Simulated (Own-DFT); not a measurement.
Al3GaN4 (wurtzite random alloy, strained, atoms displaced) (calculated)

Computed with Own-DFT development build. A calculation, not a measurement: plane-wave density functional theory by an unreviewed code, no spin, of a simulated periodic cell, stress positive in tension, run twice, with PBE and with PBEsol, both on files made for PBE, so the change isn't that of files made for PBEsol, forces on such cells passed a denser k mesh, this cell's mesh not checked; the far tail of each file's local potential was reset to the Coulomb form; each entry is a single point on an unrelaxed cell, so the pressure reflects the starting lattice, mostly measured values (interpolated for alloys), from which strain is counted, and rises with the displacements; printed positions are rounded, which can move forces by about a meV/angstrom; the program, named Own-DFT, is a retired in-house code; no spin-orbit coupling; stress was not checked against mesh or cutoff.

### Al3GaN4 (wurtzite random alloy, strained, atoms displaced)

```
Al3GaN4
1.0
      9.2998     0.0000     0.0000
     -4.6499     8.0539     0.0000
      0.0000     0.0000    10.0655
Al N Ga Al N Al N Ga Al N Al N Al N Al N Al Ga N Al N Al Ga N Al N Ga Al N Al Ga N Ga Al N Al N Al Ga N Al N Ga Al N
2 2 1 1 2 2 2 1 1 2 2 2 2 2 2 2 1 1 2 2 2 1 1 2 2 2 1 1 2 1 1 2 1 1 2 2 2 1 1 2 2 2 1 1 2
Direct
  0.11073 0.22979 0.99793
  0.22420 0.11570 0.25097
  0.11863 0.22445 0.19224
  0.21812 0.10253 0.43478
  0.10536 0.20990 0.49507
  0.22375 0.10827 0.75391
  0.10564 0.21753 0.69071
  0.22744 0.11027 0.94626
  0.11036 0.55184 0.00130
  0.22793 0.44059 0.24918
  0.11793 0.57279 0.19718
  0.22463 0.43902 0.43345
  0.11260 0.55915 0.50165
  0.22112 0.44649 0.74830
  0.10145 0.54284 0.69155
  0.23191 0.44236 0.94722
  0.11028 0.88859 0.99861
  0.21142 0.76620 0.24608
  0.12085 0.89257 0.19234
  0.21717 0.76353 0.43277
  0.11290 0.89572 0.50251
  0.21721 0.77749 0.75056
  0.10658 0.87447 0.69583
  0.22017 0.78074 0.93636
  0.43627 0.21659 0.99000
  0.55592 0.11051 0.24703
  0.44924 0.22014 0.19204
  0.56353 0.11166 0.43661
  0.45790 0.23317 0.50187
  0.54990 0.10109 0.74901
  0.45670 0.22289 0.69481
  0.56160 0.11053 0.94243
  0.44526 0.55064 0.00144
  0.55242 0.43996 0.24895
  0.44355 0.55731 0.19066
  0.55118 0.44993 0.43851
  0.44104 0.54927 0.50098
  0.55263 0.44475 0.75064
  0.44015 0.55026 0.69234
  0.55163 0.43999 0.93519
  0.44447 0.89271 0.99734
  0.54962 0.77941 0.24799
  0.44047 0.88815 0.19026
  0.55973 0.77995 0.44015
  0.43953 0.88627 0.50547
  0.54856 0.77106 0.74793
  0.43822 0.88240 0.68956
  0.55729 0.77529 0.94135
  0.77299 0.22200 0.99572
  0.89322 0.10740 0.24836
  0.77765 0.23535 0.19020
  0.88775 0.12306 0.43088
  0.78354 0.22234 0.50189
  0.88971 0.10889 0.75132
  0.77575 0.22546 0.69755
  0.88540 0.11740 0.92905
  0.78184 0.56326 0.00278
  0.89585 0.45430 0.24686
  0.77055 0.55681 0.18636
  0.89017 0.44534 0.44826
  0.77362 0.55859 0.50246
  0.88940 0.43934 0.75283
  0.78446 0.55843 0.68843
  0.88831 0.44201 0.94800
  0.77873 0.89656 0.99731
  0.89225 0.77186 0.25210
  0.77664 0.88388 0.18622
  0.89111 0.77096 0.44327
  0.77569 0.88627 0.49325
  0.89244 0.78934 0.75305
  0.79023 0.88609 0.68973
  0.89248 0.77715 0.94204
```

- functional: PBE, then PBEsol
- potential files: PseudoDojo norm-conserving, scalar-relativistic, standard set
- wave cutoff: 42 hartree
- occupations: Fermi-Dirac
- smearing width: 0.1 eV
- k mesh: 4 x 4 x 3 centred on Gamma
- PBE pressure: 10.88 GPa
- PBE stress xx: -11.67 GPa
- PBE stress yy: -13.76 GPa
- PBE stress zz: -7.22 GPa
- PBE stress yz: 0 GPa
- PBE stress xz: -0.58 GPa
- PBE stress xy: -0.41 GPa
- PBEsol pressure: 7.68 GPa
- PBEsol stress xx: -8.49 GPa
- PBEsol stress yy: -10.6 GPa
- PBEsol stress zz: -3.94 GPa
- PBEsol stress yz: 0.02 GPa
- PBEsol stress xz: -0.61 GPa
- PBEsol stress xy: -0.41 GPa
- rms change of force components from PBE to PBEsol: 0.065 eV/Å

Force:
| force element | PBE force x (eV/Å) | PBE force y (eV/Å) | PBE force z (eV/Å) | PBEsol force x (eV/Å) | PBEsol force y (eV/Å) | PBEsol force z (eV/Å) |
| --- | --- | --- | --- | --- | --- | --- |
| Al | 0.521 | -1.878 | 0.586 | 0.508 | -1.911 | 0.589 |
| Al | 1.535 | -1.012 | -0.714 | 1.518 | -1.008 | -0.714 |
| N | -0.336 | 0.157 | -1.65 | -0.486 | 0.062 | -1.591 |
| N | 1.616 | 1.06 | 0.839 | 1.469 | 1.174 | 0.883 |
| Ga | -0.116 | 1.568 | 0.745 | -0.128 | 1.546 | 0.717 |
| Al | -0.081 | 0.059 | -0.428 | -0.071 | 0.056 | -0.434 |
| N | 1.366 | 0.317 | 0.62 | 1.362 | 0.319 | 0.46 |
| N | -2.749 | -0.615 | -1.63 | -2.774 | -0.619 | -1.616 |
| Al | 0.184 | 0.929 | 0.334 | 0.201 | 0.93 | 0.331 |
| Al | -1.34 | 1.202 | 0.232 | -1.379 | 1.202 | 0.216 |
| N | 0.832 | -6.74 | -3.047 | 0.852 | -6.765 | -3.041 |
| N | 0.1 | 0.362 | 0.767 | -0.037 | 0.271 | 0.867 |
| Ga | 0.464 | -2.225 | 0.184 | 0.433 | -2.19 | 0.179 |
| Al | 0.17 | -1.164 | 0.629 | 0.177 | -1.181 | 0.64 |
| N | 2.257 | 2.461 | 0.578 | 2.04 | 2.368 | 0.465 |
| N | -2.173 | 0.794 | -1.51 | -2.16 | 0.806 | -1.518 |
| Al | 0.346 | -0.021 | 1.157 | 0.343 | -0.017 | 1.158 |
| Al | 1.215 | 6.057 | 1.852 | 1.226 | 6.099 | 1.854 |
| N | -1.664 | -0.312 | -0.658 | -1.649 | -0.301 | -0.653 |
| N | -0.988 | 3.613 | 0.416 | -0.866 | 3.457 | 0.549 |
| Al | 0.91 | -2.459 | -0.076 | 0.909 | -2.461 | -0.043 |
| Al | 1.215 | -1.893 | 0.472 | 1.226 | -1.905 | 0.456 |
| N | -0.687 | 3.037 | -1.438 | -0.704 | 3.024 | -1.435 |
| N | 0.839 | -0.751 | 0.44 | 0.832 | -0.751 | 0.443 |
| Al | 2.809 | 1.421 | 2.174 | 2.83 | 1.425 | 2.16 |
| Al | 0.475 | -0.115 | 0.42 | 0.495 | -0.138 | 0.425 |
| N | -1.475 | 0.441 | -0.892 | -1.467 | 0.433 | -0.911 |
| N | -2.011 | 0.148 | 0.223 | -1.845 | 0.076 | 0.335 |
| Al | -0.169 | -1.606 | -0.455 | -0.177 | -1.605 | -0.437 |
| Ga | 1.376 | 0.646 | 1.001 | 1.346 | 0.668 | 0.973 |
| N | -3.248 | -0.76 | -1.758 | -3.062 | -0.685 | -1.614 |
| N | -1.953 | -0.464 | -0.148 | -1.96 | -0.462 | -0.313 |
| Al | 0.775 | 1.116 | 0.457 | 0.785 | 1.125 | 0.45 |
| Al | -0.149 | 0.443 | -0.146 | -0.156 | 0.447 | -0.135 |
| N | 0.709 | -0.26 | -0.373 | 0.719 | -0.253 | -0.369 |
| N | 1.501 | -0.723 | 0.027 | 1.498 | -0.709 | 0.005 |
| Al | -1.003 | 1.164 | -0.203 | -1.008 | 1.18 | -0.173 |
| Ga | 1.898 | 0.578 | -0.173 | 1.866 | 0.551 | -0.147 |
| N | -1.287 | 0.945 | -1.289 | -1.1 | 0.838 | -1.22 |
| N | 0.641 | 0.419 | 2.163 | 0.65 | 0.422 | 1.957 |
| Al | 0.265 | -1.064 | 0.884 | 0.262 | -1.075 | 0.873 |
| Al | 0.754 | -0.057 | 0.171 | 0.761 | -0.042 | 0.181 |
| N | 0.057 | 0.031 | -0.665 | 0.023 | 0.027 | -0.663 |
| N | -1.306 | -1.822 | -0.596 | -1.263 | -1.645 | -0.476 |
| Ga | 0.114 | 0.254 | -2.192 | 0.14 | 0.254 | -2.137 |
| Al | 1.284 | 0.633 | 0.64 | 1.306 | 0.651 | 0.623 |
| N | 0.194 | -1.348 | 1.185 | 0.184 | -1.149 | 1.042 |
| N | -0.659 | 0.163 | -0.76 | -0.662 | 0.157 | -0.75 |
| Al | 0.721 | 0.681 | 1.554 | 0.741 | 0.671 | 1.544 |
| Ga | -1.614 | 0.703 | -1.205 | -1.574 | 0.693 | -1.145 |
| N | 0.991 | -1.078 | -0.975 | 1.083 | -1.133 | -0.935 |
| N | 2.113 | -2.573 | 0.992 | 2.085 | -2.524 | 0.978 |
| Ga | -1.795 | 1.057 | 0.986 | -1.753 | 1.036 | 0.951 |
| Al | -0.903 | 0.071 | -1.435 | -0.918 | 0.065 | -1.469 |
| N | 1.545 | -2.746 | -1.043 | 1.396 | -2.611 | -1.065 |
| N | 1.26 | -0.365 | 2.494 | 1.244 | -0.351 | 2.482 |
| Al | -0.348 | -1.55 | -0.763 | -0.356 | -1.558 | -0.792 |
| Al | -0.736 | -0.825 | 1.119 | -0.725 | -0.812 | 1.133 |
| N | 1.02 | 0.003 | 0.843 | 1.012 | -0.013 | 0.839 |
| N | -1.638 | 0.808 | -2.112 | -1.465 | 0.721 | -1.989 |
| Al | 1.208 | -1.051 | 0.336 | 1.181 | -1.07 | 0.337 |
| Ga | -1.771 | 1.029 | 0.893 | -1.741 | 0.997 | 0.847 |
| N | -1.208 | 0.888 | 0.355 | -1.175 | 0.737 | 0.471 |
| N | -0.028 | 0.958 | 0.035 | -0.037 | 0.956 | -0.115 |
| Al | 0.536 | -0.774 | 0.212 | 0.547 | -0.752 | 0.204 |
| Al | -0.472 | 1.042 | -0.338 | -0.474 | 1.066 | -0.329 |
| N | 0.065 | -0.328 | 0.133 | 0.073 | -0.179 | 0.198 |
| N | 0.148 | 1.176 | -1.217 | 0.015 | 1.256 | -1.163 |
| Ga | 0.994 | 0.996 | 0.748 | 0.962 | 0.968 | 0.739 |
| Al | 1.825 | -3.302 | 0.644 | 1.842 | -3.314 | 0.661 |
| N | -3.897 | 1.314 | -0.235 | -3.92 | 1.314 | -0.402 |
| N | -1.048 | 1.139 | -0.42 | -1.055 | 1.14 | -0.418 |
